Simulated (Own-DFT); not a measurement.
# Point defects and the pressure they add: zincblende GaAs

Source: density functional calculations with Own-DFT, an unreviewed in-house program that is no longer used. Nothing was measured or relaxed, and spin and spin-orbit coupling are left out.

Settings: PBE; PseudoDojo norm-conserving scalar-relativistic files; cutoff 42 hartree; 3 x 3 x 3 k mesh centred on Gamma; Fermi-Dirac smearing of 0.1 eV.

Known weak points (not all hold for every row): not probed for a lower state with spin; forces not confirmed at this smearing and k mesh; stress not checked against mesh or cutoff.

All runs share one cell, with vectors in Å (11.737, 0.000, 0.000); (0.000, 11.737, 0.000); (0.000, 0.000, 10.919) and a volume of 1504.3 Å³, strained against the parent crystal. Atoms were moved at random from their sites; u is the rms move along one axis. The defect's site can differ from row to row.

```
cell,formula,u (Å),P (GPa)
no defect,As32Ga32,0.0299,0.76
no defect,As32Ga32,0.0477,1.00
no defect,As32Ga32,0.0540,0.99
one In on a Ga site,As32Ga31In,0.0307,1.34
one In on a Ga site,As32Ga31In,0.0308,1.32
one In on a Ga site,As32Ga31In,0.0495,1.68
one In on a Ga site,As32Ga31In,0.0511,?
one As vacancy and one Ga vacancy,As31Ga31,0.0290,0.46
one As vacancy and one Ga vacancy,As31Ga31,0.0318,0.45
one As vacancy and one Ga vacancy,As31Ga31,0.0562,0.92
one P on an As site,As31Ga32P,0.0300,0.50
one P on an As site,As31Ga32P,0.0300,0.50
one P on an As site,As31Ga32P,0.0501,0.83
one Al on a Ga site,AlAs32Ga31,0.0294,0.77
one Al on a Ga site,AlAs32Ga31,0.0312,0.75
one Al on a Ga site,AlAs32Ga31,0.0542,1.15
```

## Fit

P = P0 + c u² + a shift for each defect gives P0 = 0.53 GPa, c = 190 ± 14 GPa/Å² and a scatter of 0.05 GPa. The shifts, and each times the cell's volume:

- one In on a Ga site: 0.64 ± 0.04 GPa, 6.0 eV
- one Al on a Ga site: 0.06 ± 0.04 GPa, 0.5 eV (not resolved)
- one P on an As site: -0.19 ± 0.04 GPa, -1.8 eV
- one As vacancy and one Ga vacancy: -0.24 ± 0.04 GPa, -2.2 eV

Against the defect-free cell, a freed cell would be larger where the shift is positive and smaller where it is negative (160.2 GPa Å³ is 1 eV). The atoms around the defects weren't relaxed, which would change these numbers.

## Prediction

Asked: what pressure belongs in the blank (one In on a Ga site, u = 0.0511 Å)?

From the fit: 1.67 ± 0.06 GPa. The run itself gave 1.65 GPa.
